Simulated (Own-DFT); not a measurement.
# Composition and what it changes: diamond-structure SiGe

These are calculations, not measurements. The program, named Own-DFT, is a retired in-house plane-wave density functional code that no person has reviewed. Each row is one single-point run on a periodic cell that was not relaxed, without spin or spin-orbit coupling.

Settings of every run: PBE; PseudoDojo norm-conserving scalar-relativistic files; cutoff 42 hartree; 5 x 5 x 5 k mesh centred on Gamma; Fermi-Dirac smearing of 0.1 eV.

Known limits, some of them of some rows only: forces on such cells failed a check on a denser k mesh; forces on such cells moved up to 12 meV/angstrom on a denser k mesh; forces on such cells passed a denser k mesh, each cell not checked; stress not checked against mesh or cutoff.

Each cell has 16 atoms, with Ge and Si placed at random on their shared sites; x is the share of Ge. Lattice constants follow the straight line between measured values of the end members, and atoms start on the ideal sites of that lattice. Every atom was also moved at random, by a Gaussian of width 0.03 Å on each axis. u is the rms move along one axis. dE is the free energy for each Ge or Si site above the straight-line part, a + b x, of the fit below.

```
    x     cell   u (Å)  volume (Å³/atom)  P (GPa)  dE (meV/site)
0.125  Ge2Si14  0.0321            20.340     2.19           12.6
0.125  Ge2Si14  0.0304            20.340     2.25           16.0
0.125  Ge2Si14  0.0326            20.340     2.25           15.3
0.125  Ge2Si14  0.0312            20.340     2.31           14.3
0.250  Ge4Si12  0.0288            20.659     2.38           20.6
0.250  Ge4Si12  0.0281            20.659     2.22           11.1
0.250  Ge4Si12  0.0276            20.659     2.28           14.5
0.250  Ge4Si12  0.0313            20.659     2.31           19.0
0.500   Ge8Si8  0.0275            21.306        ?              ?
0.750  Ge12Si4  0.0323            21.966     3.36           23.1
0.750  Ge12Si4  0.0334            21.966     3.43           29.9
0.750  Ge12Si4  0.0305            21.966     3.31           19.3
0.750  Ge12Si4  0.0359            21.966     3.43           29.6
0.875  Ge14Si2  0.0300            22.302     3.62            9.9
0.875  Ge14Si2  0.0332            22.302     3.65           13.1
0.875  Ge14Si2  0.0337            22.302     3.62           13.6
0.875  Ge14Si2  0.0246            22.302     3.57            7.3
```

## Worked fit

Fit E = a + b x + W x (1 - x) + k (u² - 0.03²) to the rows shown. It gives W = 103 ± 21 meV/site and k = 23 ± 5 eV/Å², with a scatter of 3.3 meV/site. Part of W is bond strain that relaxing the atoms would remove. The pressures follow P = 2.10 + 0.75 x + 1.18 x² GPa, with a scatter of 0.08.

## Withheld member

Question: what pressure and dE should the cell at x = 0.500 give?

The fits give 2.8 GPa and 22 meV/site. The calculation gave 2.71 GPa and 18.4 meV/site.
